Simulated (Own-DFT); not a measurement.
## Calculated data, Si$_{4}$SnGe$_{11}$ (diamond-structure random alloy, atoms displaced)

All values are calculated (Own-DFT development build). A calculation, not a measurement: plane-wave density functional theory by an unreviewed code, no spin, of a simulated periodic cell, stress positive in tension, run twice, with PBE and with PBEsol, both on files made for PBE, so the change isn't that of files made for PBEsol, forces on such cells moved up to 12 meV/angstrom on a denser k mesh; the far tail of each file's local potential was reset to the Coulomb form; each entry is a single point on an unrelaxed cell, so the pressure reflects the starting lattice, mostly measured values (interpolated for alloys), from which strain is counted, and rises with the displacements; printed positions are rounded, which can move forces by about a meV/angstrom; the program, named Own-DFT, is a retired in-house code; no spin-orbit coupling; stress was not checked against mesh or cutoff.

### Si$_{4}$SnGe$_{11}$ (diamond-structure random alloy, atoms displaced)

```
Si4SnGe11
1.0
     11.3064     0.0000     0.0000
      0.0000    11.3064     0.0000
      0.0000     0.0000    11.3064
Ge Si Ge Sn Ge Si Ge Sn Ge Si Ge Sn Si Ge Si Ge Si Ge Si Ge Si Ge Si Ge Sn Si Ge Si Ge Si Ge Si Ge
1 1 8 1 1 1 3 1 8 1 1 1 1 2 1 1 1 1 3 2 2 1 1 9 1 1 1 1 2 1 2 1 1
Direct
  0.98502 0.99569 0.99312
  0.00624 0.25084 0.25065
  0.25368 0.00825 0.26084
  0.24623 0.25591 0.00656
  0.13706 0.11807 0.11803
  0.12153 0.37228 0.37076
  0.37534 0.12566 0.37018
  0.36950 0.37282 0.12159
  0.97898 0.00365 0.49103
  0.99468 0.24667 0.75306
  0.25165 0.00546 0.75473
  0.24645 0.25144 0.49740
  0.12238 0.13276 0.62448
  0.12771 0.38217 0.86611
  0.37144 0.12159 0.87016
  0.38166 0.37698 0.62380
  0.00477 0.49250 0.99814
  0.00613 0.74626 0.25827
  0.26568 0.49149 0.25725
  0.24583 0.75938 0.00021
  0.12547 0.63525 0.11895
  0.11812 0.87927 0.38736
  0.38281 0.62534 0.37407
  0.36780 0.86578 0.11815
  0.01600 0.50354 0.49540
  0.99964 0.75264 0.75218
  0.25442 0.50113 0.74915
  0.24848 0.74590 0.50300
  0.12904 0.61873 0.62767
  0.13223 0.88065 0.88402
  0.36786 0.62843 0.84886
  0.37919 0.86732 0.62274
  0.49007 0.00439 0.99102
  0.50098 0.25849 0.24603
  0.75528 0.00797 0.24151
  0.75419 0.24864 0.99438
  0.63338 0.12554 0.12584
  0.62802 0.37771 0.38349
  0.88215 0.14009 0.37629
  0.86310 0.37805 0.11832
  0.49779 0.99481 0.50130
  0.48853 0.24274 0.75327
  0.75693 0.99751 0.74460
  0.74807 0.25673 0.49010
  0.62686 0.12474 0.62282
  0.62512 0.37737 0.87198
  0.87464 0.13703 0.88404
  0.85931 0.36498 0.62066
  0.49600 0.49384 0.99840
  0.49913 0.74691 0.25876
  0.75294 0.50877 0.25941
  0.75657 0.75025 0.99633
  0.62721 0.62739 0.12917
  0.60481 0.87749 0.38239
  0.87124 0.62343 0.37773
  0.87322 0.88062 0.12866
  0.49200 0.49511 0.50057
  0.50901 0.75628 0.76183
  0.75272 0.48536 0.75571
  0.74039 0.74564 0.50190
  0.62107 0.63543 0.62692
  0.61987 0.86974 0.87879
  0.88332 0.62727 0.88692
  0.88551 0.87846 0.61417
```

Here we set functional PBE, then PBEsol, potential files PseudoDojo norm-conserving, scalar-relativistic, standard set, wave cutoff 49 hartree, occupations Fermi-Dirac, smearing width 0.1 eV and k mesh 3 x 3 x 3 centred on Gamma.

Results for Si$_{4}$SnGe$_{11}$ (diamond-structure random alloy, atoms displaced): PBE pressure 5.11 GPa; PBE stress xx -4.9 GPa; PBE stress yy -5.34 GPa; PBE stress zz -5.08 GPa; PBE stress yz -0.57 GPa; PBE stress xz 0.23 GPa; PBE stress xy -0.85 GPa; PBEsol pressure 2.43 GPa; PBEsol stress xx -2.24 GPa; PBEsol stress yy -2.66 GPa; PBEsol stress zz -2.4 GPa; PBEsol stress yz -0.54 GPa; PBEsol stress xz 0.21 GPa; PBEsol stress xy -0.8 GPa; rms change of force components from PBE to PBEsol 0.059 eV/Å.

Force:
```tsv
force element	PBE force x (eV/Å)	PBE force y (eV/Å)	PBE force z (eV/Å)	PBEsol force x (eV/Å)	PBEsol force y (eV/Å)	PBEsol force z (eV/Å)
Ge	1.535	0.457	0.686	1.495	0.443	0.67
Si	-0.315	-0.058	-1.689	-0.303	-0.063	-1.649
Ge	-0.971	-2.068	-1.362	-0.94	-1.983	-1.323
Ge	0.011	-0.55	-1.848	0.017	-0.542	-1.778
Ge	-1.986	-0.071	0.786	-1.887	-0.064	0.751
Ge	0.804	0.188	-0.244	0.83	0.226	-0.181
Ge	1.611	1.063	1.254	1.481	1.018	1.206
Ge	1.347	0.054	0.492	1.262	0.085	0.449
Ge	2.743	1.066	0.69	2.637	0.999	0.657
Ge	0.628	0.659	-1.072	0.57	0.663	-0.999
Sn	-1.308	-1.669	-3.35	-1.261	-1.625	-3.153
Ge	0.256	-0.078	0.374	0.272	-0.043	0.318
Si	-1.07	-0.384	-0.78	-1.053	-0.363	-0.769
Ge	0.961	-2.119	-0.765	0.934	-2.052	-0.727
Ge	1.235	3.229	2.421	1.172	3.077	2.388
Ge	-0.84	-1.008	0.415	-0.89	-0.977	0.417
Sn	-0.094	0.883	1.159	-0.053	0.823	1.161
Ge	-1.015	0.463	-0.265	-0.944	0.48	-0.288
Ge	-1.614	1.122	-0.542	-1.554	1.075	-0.526
Ge	0.361	-2.121	-1.055	0.33	-2.028	-1.009
Ge	1.049	-0.853	1.682	1.01	-0.804	1.62
Ge	-0.203	1.067	-1.501	-0.211	1.03	-1.469
Ge	-0.186	-1.575	0.212	-0.204	-1.491	0.16
Ge	1.389	1.654	1.89	1.333	1.599	1.812
Ge	-2.137	-0.109	0.623	-2.055	-0.164	0.567
Si	0.704	-0.507	0.006	0.697	-0.425	0
Ge	-0.933	-1.102	-1.774	-0.865	-1.086	-1.681
Sn	0.182	-0.098	-0.049	0.179	-0.097	-0.133
Si	-1.524	-0.003	1.458	-1.461	-0.044	1.399
Ge	-2.694	-0.699	-0.649	-2.583	-0.658	-0.592
Ge	1.157	0.975	3.357	1.126	0.94	3.24
Si	1.492	1.255	1.065	1.437	1.185	1.082
Ge	1.482	-0.535	1.832	1.401	-0.554	1.733
Si	0.93	-0.683	0.306	0.834	-0.664	0.294
Ge	-0.478	0.286	1.506	-0.411	0.237	1.465
Si	-2.109	0.688	1.211	-2.024	0.714	1.147
Si	-1.294	0.963	-1.027	-1.262	0.875	-0.997
Si	-1.121	0.541	-1.125	-1.081	0.589	-1.157
Ge	-1.345	0.257	-1.327	-1.291	0.161	-1.265
Ge	0.018	-1.289	1.957	0.04	-1.192	1.901
Si	-2.636	3.082	2.812	-2.557	3.072	2.731
Si	1.739	0.866	-0.67	1.7	0.848	-0.654
Ge	-0.357	0.152	0.71	-0.351	0.154	0.672
Si	-0.688	-1.289	0.514	-0.604	-1.329	0.562
Ge	-0.53	0.273	-0.251	-0.484	0.233	-0.216
Ge	-1.006	-1.868	0.621	-0.964	-1.747	0.589
Ge	-0.021	-1.522	-1.265	0.051	-1.52	-1.277
Ge	2.092	0.812	0.023	2.048	0.813	0.097
Ge	0.005	1.336	-0.284	0.015	1.274	-0.273
Ge	-0.9	-0.824	-3.282	-0.879	-0.816	-3.17
Ge	-0.755	-1.192	-0.551	-0.748	-1.158	-0.615
Ge	-0.546	0.027	0.81	-0.577	0.068	0.831
Ge	-0.303	-0.171	-0.5	-0.289	-0.164	-0.465
Sn	4.223	-0.139	-1.52	4.111	-0.2	-1.574
Si	0.951	0.88	1.033	0.97	0.825	0.969
Ge	0.603	-1.394	0.092	0.579	-1.328	0.068
Si	1.828	1.015	-0.11	1.739	1.037	-0.07
Ge	-1.573	-0.689	-2.464	-1.5	-0.705	-2.367
Ge	0.341	2.788	-0.572	0.297	2.644	-0.566
Si	1.856	0.137	-0.122	1.772	0.165	-0.078
Ge	0.107	-2.143	0.312	0.071	-2.067	0.363
Ge	1.811	1.993	0.865	1.736	1.912	0.825
Si	-1.156	0.674	-2.673	-1.167	0.633	-2.576
Ge	-1.743	-2.097	1.515	-1.691	-1.946	1.448
```
